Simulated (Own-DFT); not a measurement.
# How strain changes the stress of wurtzite AlN, 72 atoms (Al36N36)

Source: density functional calculations with Own-DFT, an unreviewed in-house program that is no longer used. Nothing was measured or relaxed, and spin and spin-orbit coupling are left out.

Common settings: PBE; PseudoDojo norm-conserving scalar-relativistic files; cutoff 42 hartree; 3 x 3 x 2 k mesh centred on Gamma; Fermi-Dirac smearing of 0.1 eV.

Limits: forces on such cells moved up to 12 meV/angstrom on a denser k mesh; stress not checked against mesh or cutoff.

Unstrained cell vectors in Å: (9.336, 0.000, 0.000); (-4.668, 8.085, 0.000); (0.000, 0.000, 9.964). The unstrained cell has measured lattice constants (interpolated for alloys), not those of this functional. That, the random moves and any unrelaxed bonds set the pressure at no strain. Each run strains this cell uniformly, with the atoms carried along. All atoms carry random offsets, Gaussian with a width of 0.05 Å per axis. Stress is counted positive in tension, P = -(s_xx + s_yy + s_zz)/3, and strain components are those of the symmetric tensor.

```
run  e_xx (%)  e_yy (%)  e_zz (%)  e_yz (%)  e_xz (%)  e_xy (%)  s_xx (GPa)  s_yy (GPa)  s_zz (GPa)  s_yz (GPa)  s_xz (GPa)  s_xy (GPa)  P (GPa)  E (meV/atom)
  1     -0.25     -1.91      0.06      0.89      1.23      1.60      -12.86      -12.84       -8.51        2.20        3.77        7.17    11.40          54.5
  2     -1.98     -0.28      0.55      0.70      1.77      0.01      -16.50      -10.89       -3.41        3.46        4.54       -2.01    10.27          32.3
  3     -1.86     -1.91     -0.89     -0.48      1.81     -1.79      -18.04      -19.44      -11.85        0.35        4.95       -6.68    16.44          42.4
  4      0.74     -1.62      1.16      1.36      0.72     -1.81       -5.52       -9.96       -2.26        3.07        1.17       -7.70     5.91          34.6
  5      0.12     -1.68      0.98      1.06     -0.62     -1.88       -5.86      -15.10       -3.10        3.50       -2.61       -7.30     8.02          36.7
  6      1.17      0.95      0.22     -1.47      0.48      1.22        1.11       -0.74       -3.13       -3.84        1.07        4.45     0.92           8.5
  7     -0.58      0.66      0.07     -1.04      1.22      1.30       -5.67       -3.96       -4.78       -2.16        2.69        2.89     4.80           0.0
  8      1.87      1.34      0.70      0.40      1.50     -0.65        3.65        2.10       -0.37        1.04        4.41       -2.07    -1.80          10.9
  9      1.15     -0.20     -1.88      0.97     -1.57     -1.53       -1.91       -6.87      -14.66        2.38       -3.72       -5.02     7.81          27.0
 10      1.10      0.12      0.23     -1.38      0.06      0.32       -0.92       -3.38       -3.44       -2.86        0.07        1.55     2.58           1.3
 11     -1.94      1.22      1.77     -0.47      0.76      1.39      -11.90       -0.83        1.69       -1.81        0.78        3.36     3.68          15.6
 12     -1.92     -0.26      1.12      1.75      0.49     -0.40      -13.06       -8.96       -2.33        4.16        1.87       -1.23     8.11          22.7
 13     -1.95     -1.56      0.48     -0.03     -0.90      1.77      -16.91      -16.76       -5.72        0.86       -1.35        8.05    13.13          44.3
 14      1.02     -1.83     -0.78      0.31     -1.23     -0.76       -3.31      -14.55       -9.27        0.32       -2.59       -2.64     9.05          15.2
 15      0.78      0.04      0.34      1.02     -0.31     -0.27       -2.56       -2.80       -3.93        2.85       -0.47       -0.08     3.10           2.8
 16     -0.43     -1.67      0.04     -0.69     -0.44      0.71           ?           ?           ?           ?           ?           ?        ?             ?
```

E is the free energy for each atom above the lowest run shown.

## Working it out

Regress every stress component on the fractional strains (shears doubled) of the visible runs, with a constant. Shear strains stay in the fit of a normal stress only where such slopes are resolved. The slopes, in GPa:

```
stress,at no strain,per e_xx,per e_yy,per e_zz,scatter
s_xx,-5.9,441 ± 29,169 ± 34,38 ± 46,1.42
s_yy,-6.3,156 ± 30,455 ± 35,109 ± 47,1.45
s_zz,-5.7,43 ± 16,96 ± 18,431 ± 24,0.76
```

The slope of each shear stress on twice its own strain, from a fit on all six strains: yz 114 ± 12, xz 132 ± 9, xy 205 ± 14 GPa. These are stiffnesses along x, y and z of the frame in which the cell vectors are given, with the crystal's c axis along z: C11, C12, C13 and C33. Hexagonal symmetry asks that xx and yy behave alike, which is a second check on the noise. The atoms are held to the strained lattice; where symmetry lets them move under strain, relaxing them would lower some slopes. Symmetry asks for nearly equal slopes across the diagonal; the mismatch is a measure of noise. A ninth of the table's sum, 215 ± 6 GPa, estimates the bulk modulus near the mean pressure of these runs, 6.9 GPa, so it lies above the value at zero pressure.

## The run left out

Q: what normal stresses and pressure should run 16 give?

From the fit: s_xx = -10.6, s_yy = -14.5, s_zz = -7.3 and P = 10.8 GPa. Computed: -8.99, -13.84, -7.03 and P = 9.95 GPa.
